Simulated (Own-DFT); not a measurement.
# Two functionals across a range of volumes: C40 NbSi2, 36 atoms (Nb12Si24)

The numbers are computed, not measured, by runs of the plane-wave DFT program Own-DFT (in-house, retired, unreviewed) at fixed positions, with no spin and no spin-orbit coupling.

Keep in mind: forces on such cells failed a check on a denser k mesh; stress not checked against mesh or cutoff.

Each geometry was run with PBE and with PBEsol, otherwise alike: PseudoDojo norm-conserving scalar-relativistic files made for PBE; cutoff 42 hartree; 4 x 4 x 5 k mesh centred on Gamma; cold (Marzari-Vanderbilt) smearing of 0.2 eV. Unstrained cell vectors in Å: (0.000, 8.324, 0.000); (-9.613, 0.000, 0.000); (0.000, 0.000, 6.586). Each has a uniform strain, of which the change of volume is shown, and random moves of rms u per axis.

```
run  volume change (%)   u (Å)  P with PBE (GPa)  P with PBEsol (GPa)
  1              -2.20  0.0472              7.38                 3.63
  2               1.70  0.0545              0.42                -3.16
  3               1.12  0.0510              0.99                -2.63
  4              -2.90  0.0442              8.18                 4.39
  5               2.79  0.0447             -2.51                -6.04
  6              -0.43  0.0527              3.74                 0.06
  7              -2.27  0.0487              7.39                 3.63
  8               0.76  0.0478              1.41                -2.22
  9               2.34  0.0439             -1.86                -5.41
 10              -2.52  0.0469              7.20                 3.43
 11              -2.21  0.0475              7.35                    ?
```

Q: by how much does PBEsol shrink this cell, and what belongs in the blank?

## Worked answer

Write v for the change of volume as a fraction. Fitted to v and u², the PBE pressure has a slope of -189 ± 4 GPa in v, with the ions held to the strained lattice. The difference PBEsol less PBE is -3.66 + 4.5 v GPa (slope ± 0.1) and averages -3.67 GPa. Divided by the mean slope of the two, 186 GPa, that makes PBEsol's volume at a given pressure, near 1 GPa, about 2.0 % smaller, or 0.66 % in lengths. At one volume PBEsol's slope is the smaller by 4 GPa, but its pressure there is lower too. If stiffness rises by about 4 GPa for each GPa, PBEsol at equal pressure is stiffer by about 10 GPa. Files made for PBEsol would give a different shift.

For run 11 the line gives 3.59 GPa. The run itself gave 3.59 GPa.
